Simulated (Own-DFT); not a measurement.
Al3GaN4 (wurtzite random alloy, atoms displaced) (calculated)

Computed with Own-DFT development build. A calculation, not a measurement: plane-wave density functional theory by an unreviewed code, no spin, of a simulated periodic cell, stress positive in tension, run twice, with PBE and with PBEsol, both on files made for PBE, so the change isn't that of files made for PBEsol, forces on such cells passed a denser k mesh, this cell's mesh not checked; the far tail of each file's local potential was reset to the Coulomb form; each entry is a single point on an unrelaxed cell, so the pressure reflects the starting lattice, mostly measured values (interpolated for alloys), from which strain is counted, and rises with the displacements; printed positions are rounded, which can move forces by about a meV/angstrom; the program, named Own-DFT, is a retired in-house code; no spin-orbit coupling; stress was not checked against mesh or cutoff.

Common to all runs: functional PBE, then PBEsol; potential files PseudoDojo norm-conserving, scalar-relativistic, standard set; wave cutoff 42 hartree; occupations Fermi-Dirac; smearing width 0.1 eV; k mesh 4 x 4 x 3 centred on Gamma.

(1) 
```xyz
72
Lattice="9.3938 0.0000 0.0000 -4.6969 8.1352 0.0000 0.0000 0.0000 10.0655" Properties=species:S:1:pos:R:3:PBE_force_x:R:1:PBE_force_y:R:1:PBE_force_z:R:1:PBEsol_force_x:R:1:PBEsol_force_y:R:1:PBEsol_force_z:R:1 formula=Al3GaN4 PBE_pressure=4.97 PBE_stress_xx=-4.26 PBE_stress_yy=-4.97 PBE_stress_zz=-5.69 PBE_stress_yz=-0.24 PBE_stress_xz=-0.29 PBE_stress_xy=0.16 PBEsol_pressure=1.85 PBEsol_stress_xx=-1.18 PBEsol_stress_yy=-1.87 PBEsol_stress_zz=-2.49 PBEsol_stress_yz=-0.26 PBEsol_stress_xz=-0.29 PBEsol_stress_xy=0.16 rms_change_of_force_components_from_PBE_to_PBEsol=0.069
Al    -0.0204     1.7651    10.0607      0.744      1.182     -0.004      0.745       1.17       0.01
Al     1.5950     0.9099     2.5145      0.074      0.126     -0.315      0.073      0.142     -0.319
N      0.0221     1.7941     1.9124      0.398      0.064     -0.651      0.256     -0.033     -0.596
N      1.5917     0.9185     4.3875      0.382     -0.955      0.623      0.236     -0.877      0.681
Ga     0.0460     1.8905     5.0298     -0.345     -2.483        0.4     -0.335     -2.423      0.375
Al     1.6227     0.8839     7.5306     -0.571       0.81       0.35     -0.554      0.799      0.344
N      0.0338     1.7946     6.9705      -0.05      0.057      0.329     -0.051      0.055      0.178
N      1.5635     0.9564     9.4513      0.682      0.434     -0.535      0.676      0.272     -0.471
Al    -1.5988     4.5420     0.0040      0.023     -1.343       0.37      0.019     -1.345      0.376
Al    -0.0210     3.5583     2.4769      0.357       0.73      0.411      0.349      0.725      0.427
N     -1.5551     4.5182     1.9637     -0.494     -1.384     -1.034     -0.493      -1.19     -0.969
N      0.0480     3.5924     4.4251     -0.092      2.532     -0.779     -0.074      2.305     -0.713
Al    -1.5198     4.4901     4.9383       -0.4      0.897      1.021     -0.391      0.899      1.017
Al    -0.0187     3.6211     7.4967      0.102     -0.121      1.008       0.12     -0.103      0.993
N     -1.5939     4.5208     6.9494      0.851     -0.496     -1.094      0.846      -0.32     -1.048
N     -0.0291     3.5954     9.4562     -1.079     -0.293     -0.643     -0.925     -0.211     -0.581
Ga    -3.1330     7.2925     0.0382      0.749     -0.144     -0.475      0.735      -0.15      -0.46
Ga    -1.5566     6.3265     2.5366     -0.321       0.43     -0.931     -0.301      0.413     -0.904
N     -3.1444     7.2731     1.8985     -0.631     -0.244      1.621     -0.498      -0.33       1.47
N     -1.5778     6.3381     4.3914      0.039     -0.218      2.451      0.036     -0.215      2.233
Al    -3.1573     7.2046     5.0534      0.699      0.695      -0.68      0.697      0.696      -0.68
Ga    -1.6091     6.3338     7.6089      0.972     -0.556     -0.244       0.95      -0.54     -0.235
N     -3.1106     7.2402     6.9525     -1.419      0.375     -0.587     -1.257      0.266     -0.508
N     -1.5542     6.2902     9.5229     -0.462      0.315     -0.216     -0.447       0.51     -0.286
Al     3.1610     1.8350     0.0001      -0.21     -0.208     -0.149     -0.216     -0.222     -0.153
Al     4.7442     0.8767     2.4992      -0.91     -0.058      0.312       -0.9     -0.059      0.315
N      3.1758     1.8020     1.8742     -0.114     -0.986      0.268     -0.115     -0.817      0.333
N      4.6889     0.9010     4.4190      0.726     -0.179      0.189      0.734     -0.184      0.187
Al     3.1463     1.7642     5.0159      0.096      0.795     -0.285      0.086      0.803     -0.284
Al     4.6808     0.9015     7.5733      0.977      0.144     -0.457      0.967      0.125     -0.459
N      3.1757     1.8304     6.9225     -0.554     -0.686      0.153     -0.547     -0.679      0.149
N      4.7262     0.9061     9.4665     -0.556      1.089     -0.504     -0.553      0.903     -0.434
Ga     1.5076     4.5055    10.0643      0.803      0.223     -0.466      0.782      0.221     -0.435
Ga     3.0997     3.6159     2.4966      0.476     -0.005     -0.041      0.465     -0.003     -0.035
N      1.5169     4.4869     1.8927     -0.307      0.182      0.691     -0.149      0.258      0.613
N      3.1511     3.5983     4.4085     -0.316      0.356      1.629     -0.329      0.351      1.449
Al     1.5649     4.5389     5.1145      0.575     -0.049     -2.203      0.578     -0.059     -2.221
Al     3.1351     3.6007     7.5160      0.388      0.507      0.803      0.375      0.511      0.805
N      1.5858     4.5483     6.9362     -0.333     -0.665      0.839     -0.331     -0.664      0.857
N      3.1746     3.6193     9.4898     -0.293      0.073     -1.189     -0.424      0.145     -1.138
Ga     0.0260     7.2540    10.0230     -0.823     -0.355      1.138     -0.805     -0.363       1.12
Ga     1.6081     6.3446     2.4960     -0.992     -0.797      0.123     -0.984     -0.773      0.123
N      0.0047     7.2076     1.9129      0.303      1.248     -0.153      0.295      1.064     -0.204
N      1.5244     6.3425     4.4125      0.691     -0.277      1.628      0.686     -0.272      1.445
Al    -0.0332     7.2234     5.0799      0.289      0.265     -0.734      0.276      0.266     -0.741
Al     1.5657     6.3221     7.5274      0.241      0.172      0.656      0.238      0.156      0.663
N      0.0344     7.1949     6.9795     -0.473      1.079     -0.455      -0.61      1.004     -0.389
N      1.5474     6.3735     9.4551      2.012     -0.587     -0.967      1.823     -0.638     -0.846
Al     6.2686     1.7716     0.0292      0.123      0.722      -0.93       0.14      0.702     -0.926
Ga     7.8058     0.8964     2.4957      0.951      0.684      0.548       0.93      0.664       0.55
N      6.2703     1.7880     1.9044         -1      0.928     -0.336     -0.828      0.832     -0.266
N      7.8224     0.9460     4.3953     -0.057     -0.879      1.437      0.083      -0.81      1.296
Al     6.2994     1.8183     5.0345      -0.79      0.206       0.24     -0.797       0.22       0.23
Al     7.8347     0.8848     7.5373     -0.111      1.011     -0.293     -0.112      1.012     -0.302
N      6.2635     1.8437     6.9733      0.122     -0.662     -0.501      0.118     -0.659     -0.486
N      7.8613     0.9490     9.4181     -0.862     -0.977      0.611     -0.867     -0.965        0.6
Al     4.6869     4.5580    10.0650      0.323     -0.247      -0.14      0.321     -0.232     -0.136
Al     6.2454     3.5981     2.5092      0.097      0.525     -0.037       0.09      0.516     -0.032
N      4.7098     4.5615     1.8933      0.381     -0.042      0.118      0.247     -0.126      0.168
N      6.2973     3.6668     4.4216     -0.609     -0.981     -0.165      -0.61     -0.978     -0.158
Al     4.7075     4.5159     5.0392     -0.029       0.03     -0.442     -0.025      0.039     -0.459
Al     6.3012     3.6384     7.5651     -1.081     -0.436     -0.213     -1.093      -0.42     -0.219
N      4.6916     4.5427     6.9278      0.136     -0.002      0.299      0.139     -0.011       0.31
N      6.1921     3.5665     9.4427      0.961      0.823      0.798      0.948      0.806      0.801
Al     3.1513     7.2658    10.0094     -0.084     -0.289      0.537     -0.087     -0.281      0.551
Al     4.6684     6.3293     2.5318      0.803       0.42     -0.689      0.796      0.416     -0.687
N      3.1403     7.2726     1.9308      0.949     -1.373      -1.74      0.783     -1.256     -1.617
N      4.7038     6.3567     4.3994     -0.281     -0.596       0.73     -0.276     -0.604      0.729
Al     3.1524     7.2216     5.0055     -0.797      0.713      0.074     -0.791      0.714      0.058
Al     4.6725     6.3402     7.5384      0.414      -0.05      0.239      0.428     -0.046      0.237
N      3.1088     7.2516     6.9518      0.444     -0.456     -0.462      0.433     -0.458     -0.462
N      4.7572     6.3690     9.4697     -1.906     -0.768     -0.905     -1.727     -0.665     -0.832
```

Units: PBE_pressure, PBE_stress_xx, PBE_stress_yy, PBE_stress_zz, PBE_stress_yz, PBE_stress_xz, PBE_stress_xy, PBEsol_pressure, PBEsol_stress_xx, PBEsol_stress_yy, PBEsol_stress_zz, PBEsol_stress_yz, PBEsol_stress_xz, PBEsol_stress_xy in GPa; rms_change_of_force_components_from_PBE_to_PBEsol, PBE_force_x, PBE_force_y, PBE_force_z, PBEsol_force_x, PBEsol_force_y, PBEsol_force_z in eV/Å.

(2) 
```xyz
72
Lattice="9.3938 0.0000 0.0000 -4.6969 8.1352 0.0000 0.0000 0.0000 10.0655" Properties=species:S:1:pos:R:3:PBE_force_x:R:1:PBE_force_y:R:1:PBE_force_z:R:1:PBEsol_force_x:R:1:PBEsol_force_y:R:1:PBEsol_force_z:R:1 formula=Al3GaN4 PBE_pressure=5.1 PBE_stress_xx=-5.32 PBE_stress_yy=-4.05 PBE_stress_zz=-5.93 PBE_stress_yz=0.07 PBE_stress_xz=-0.38 PBE_stress_xy=-0.17 PBEsol_pressure=1.97 PBEsol_stress_xx=-2.21 PBEsol_stress_yy=-0.95 PBEsol_stress_zz=-2.76 PBEsol_stress_yz=0.07 PBEsol_stress_xz=-0.39 PBEsol_stress_xy=-0.14 rms_change_of_force_components_from_PBE_to_PBEsol=0.069
Al     0.0026     1.8394    10.0545     -0.162     -0.803     -0.144     -0.151     -0.817     -0.135
Ga     1.5683     0.9188     2.5003      0.019     -0.577      0.005      0.029     -0.562     -0.005
N     -0.0348     1.7745     1.8849      -0.15      1.123      0.312     -0.001      1.037      0.363
N      1.5798     0.8500     4.4405      -1.54      0.034      0.081     -1.366      0.128     -0.026
Al     0.0342     1.7989     5.0068     -0.629     -0.105      0.497     -0.632     -0.086      0.495
Al     1.5584     0.9160     7.5633      0.659     -0.136       0.31      0.658     -0.144      0.311
N      0.0181     1.7931     6.9686     -0.425      0.246     -0.672     -0.422      0.233     -0.673
N      1.5991     0.9056     9.5003      -1.19      0.781     -0.926     -1.195        0.6     -0.869
Ga    -1.5672     4.5284     0.0145      0.187      0.351     -0.695      0.181      0.342     -0.656
Al    -0.0436     3.5945     2.5417      0.878     -0.008     -0.665      0.882     -0.012     -0.675
N     -1.5752     4.4651     1.8877      0.181      1.006      1.926      0.178      1.008      1.723
N     -0.0129     3.6421     4.4328      1.772     -1.926     -0.549      1.584     -1.806     -0.478
Ga    -1.5318     4.5091     4.9545     -1.491      0.145      1.422     -1.449      0.137      1.402
Al    -0.0346     3.5793     7.5283      0.148      0.828      0.062      0.152      0.842      0.043
N     -1.6014     4.5258     6.9293      0.452     -0.119      0.754      0.455     -0.118      0.596
N     -0.0111     3.6195     9.4406      0.038      -0.75     -0.674      0.038     -0.566     -0.554
Ga    -3.1317     7.2046     0.0135     -0.422      0.519     -0.327     -0.407      0.518     -0.299
Al    -1.6189     6.3078     2.5164      1.278      0.329     -0.033      1.292      0.316     -0.057
N     -3.1237     7.2017     1.9001     -0.606     -0.579      1.324     -0.624     -0.409      1.181
N     -1.5255     6.3095     4.4337     -1.136      1.207     -0.539     -1.141      1.015     -0.487
Al    -3.1268     7.2263     5.0829      0.384     -0.457     -0.951      0.397     -0.473     -0.958
Al    -1.5083     6.3288     7.5496      -1.03      0.179       0.01     -1.036      0.182      0.002
N     -3.1478     7.2733     6.9253      0.485     -0.646      0.844       0.49     -0.644      0.856
N     -1.5549     6.3837     9.4787     -0.511     -1.627     -1.699     -0.496      -1.59     -1.508
Al     3.0631     1.8472     0.0048       1.77     -0.477     -0.019      1.766      -0.49     -0.003
Al     4.7136     0.9086     2.5235     -0.198      0.513     -0.264     -0.205      0.534     -0.277
N      3.1183     1.8410     1.9083      0.997      0.205     -0.269      0.847      0.109     -0.201
N      4.6756     0.9186     4.4181     -0.007     -1.454      -0.22     -0.008     -1.291     -0.097
Ga     3.0827     1.7985     5.0301        1.1      0.295       0.11      1.087      0.287      0.107
Al     4.7543     0.9520     7.5494     -1.541     -0.923       0.53     -1.553     -0.943      0.509
N      3.1365     1.8088     6.9414     -0.147      0.228      1.286     -0.146      0.227      1.109
N      4.7146     0.8983     9.4704     -0.419       1.53     -0.409     -0.433      1.356     -0.348
Ga     1.5429     4.5226     0.0139      0.514      0.383     -0.225      0.502      0.387     -0.207
Al     3.1169     3.6276     2.5134      0.086     -0.019       -0.2      0.082     -0.023     -0.215
N      1.5596     4.5283     1.9341     -0.737     -0.524      0.776     -0.735     -0.531      0.603
N      3.1219     3.6066     4.3848     -0.026      1.131      0.662     -0.031      0.962      0.722
Al     1.5436     4.4768     5.0969      0.764      0.852     -1.865      0.757      0.838     -1.871
Al     3.0850     3.6345     7.5684      0.547     -0.378      -0.43      0.535     -0.368     -0.451
N      1.5501     4.5319     6.9046     -0.272     -0.518      1.411     -0.281     -0.514      1.429
N      3.1302     3.6150     9.4391       0.55     -0.097      0.227      0.419     -0.009      0.288
Ga    -0.0305     7.2099    10.0376      1.919      0.944      0.758      1.867      0.932      0.757
Al     1.5117     6.3060     2.5158      0.686      0.635      0.658      0.689      0.638      0.635
N      0.0113     7.2896     1.9362     -0.741     -1.408      0.446     -0.753     -1.407       0.29
N      1.5569     6.3082     4.4855      0.403      0.075     -0.341       0.41      0.072     -0.334
Al    -0.0262     7.1860     5.0729      0.959      1.047     -0.602      0.959      1.054     -0.589
Al     1.5773     6.3367     7.4865      0.123     -0.064      0.957      0.124     -0.071       0.95
N      0.0262     7.2299     6.9653     -0.393      0.415     -0.139     -0.386       0.43     -0.126
N      1.6389     6.3362     9.4456     -1.306     -0.338     -1.179     -1.278     -0.336     -1.009
Al     6.2747     1.8130     0.0076     -0.286     -0.115      -0.11     -0.277      -0.12     -0.104
Al     7.8309     0.9127     2.5240     -0.163     -1.007      0.048     -0.161     -1.019       0.05
N      6.3142     1.7759     1.8954     -0.857      0.731      0.482     -0.854      0.735      0.483
N      7.7999     0.9196     4.4658      2.193     -0.906      -0.94      2.007     -0.805     -0.869
Ga     6.2626     1.7981     5.0111     -0.807      0.027      0.437     -0.782       0.03      0.433
Al     7.8062     0.9426     7.5540      0.284      -0.47      0.277       0.29     -0.475      0.262
N      6.2440     1.7836     6.9469      0.851      1.417      0.667      0.858      1.427      0.493
N      7.8228     0.9031     9.4730      0.422      1.335     -0.659       0.42      1.154     -0.591
Al     4.7001     4.5407     0.0247     -0.302     -0.431      -0.88     -0.311     -0.422     -0.874
Al     6.2606     3.6266     2.4985     -0.511     -0.835     -0.473     -0.511     -0.839     -0.487
N      4.6798     4.5184     1.8725      0.193     -0.123      1.095      0.193     -0.125      1.099
N      6.2621     3.5889     4.3859     -0.639       1.05     -0.288     -0.487      0.946     -0.172
Al     4.7220     4.4985     5.0309     -0.577     -0.016     -0.002     -0.574     -0.025       0.01
Al     6.2265     3.6556     7.5381      0.499     -0.647      0.681      0.508     -0.657      0.668
N      4.6883     4.5143     6.9774     -0.547      0.451      -0.87     -0.559      0.453     -0.855
N      6.2698     3.6522     9.5178     -1.119     -1.036     -1.311      -0.95     -0.941     -1.248
Ga     3.1545     7.2416     0.0432      0.178     -0.111      -0.87      0.168     -0.113     -0.837
Al     4.6648     6.3013     2.5266      0.523      0.241     -0.285      0.531      0.244     -0.301
N      3.1473     7.1882     1.9018     -0.575       0.56      2.254     -0.586      0.566      2.047
N      4.7282     6.3276     4.4201     -0.164     -0.242      0.529      -0.16     -0.239      0.528
Al     3.1842     7.2413     5.0765     -1.072     -0.246     -0.856     -1.073     -0.245     -0.856
Al     4.6718     6.3632     7.5019      0.407     -0.397      0.967      0.407      -0.39      0.961
N      3.1182     7.2707     6.9533      0.382     -0.109     -0.122      0.373     -0.096     -0.108
N      4.7112     6.2962     9.4576     -0.131     -0.191     -1.106     -0.121     -0.018     -0.992
```

Units: PBE_pressure, PBE_stress_xx, PBE_stress_yy, PBE_stress_zz, PBE_stress_yz, PBE_stress_xz, PBE_stress_xy, PBEsol_pressure, PBEsol_stress_xx, PBEsol_stress_yy, PBEsol_stress_zz, PBEsol_stress_yz, PBEsol_stress_xz, PBEsol_stress_xy in GPa; rms_change_of_force_components_from_PBE_to_PBEsol, PBE_force_x, PBE_force_y, PBE_force_z, PBEsol_force_x, PBEsol_force_y, PBEsol_force_z in eV/Å.
